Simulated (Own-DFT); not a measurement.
# One host, several defects: wurtzite GaN

Source: density functional calculations with Own-DFT, an unreviewed in-house program that is no longer used. Nothing was measured or relaxed, and spin and spin-orbit coupling are left out.

Common settings: PBE; PseudoDojo norm-conserving scalar-relativistic files; cutoff 42 hartree; 4 x 4 x 3 k mesh centred on Gamma; Fermi-Dirac smearing of 0.1 eV.

Keep in mind (not all hold for every row): not probed for a lower state with spin; forces not confirmed at this smearing and k mesh; stress not checked against mesh or cutoff.

All runs share one cell, with vectors in Å (9.567, 0.000, 0.000); (-4.784, 8.285, 0.000); (0.000, 0.000, 10.370) and a volume of 822.0 Å³. The atoms are randomly displaced, by u rms on each axis. The defect's site can differ from row to row.

```
cell,formula,u (Å),P (GPa)
no defect,Ga36N36,0.0185,5.86
no defect,Ga36N36,0.0201,5.90
no defect,Ga36N36,0.0485,7.31
one Ga on an N site,Ga37N35,0.0299,12.07
one Ga on an N site,Ga37N35,0.0309,?
one Ga on an N site,Ga37N35,0.0513,13.34
one Ga on an N site,Ga37N35,0.0521,12.83
one N on a Ga site,Ga35N37,0.0291,5.48
one N on a Ga site,Ga35N37,0.0305,5.50
one N on a Ga site,Ga35N37,0.0449,6.26
```

## What the rows give

P = P0 + c u² + a shift for each defect gives P0 = 5.68 GPa, c = 656 ± 82 GPa/Å² and a scatter of 0.19 GPa. The shifts, and each times the cell's volume:

- one Ga on an N site: 5.70 ± 0.18 GPa, 29.3 eV
- one N on a Ga site: -0.76 ± 0.16 GPa, -3.9 eV

Positive is outwards. The product with the volume (160.2 GPa Å³ to the eV) is nearly free of the cell's size; divided by the bulk modulus at the cell's pressure it gives the volume that the defect adds. The atoms around the defects weren't relaxed, which would change these numbers.

## The run left out

Q: what pressure belongs in the blank (one Ga on an N site, u = 0.0309 Å)?

The fitted form gives 12.01 ± 0.24 GPa. The hidden result is 11.91 GPa.
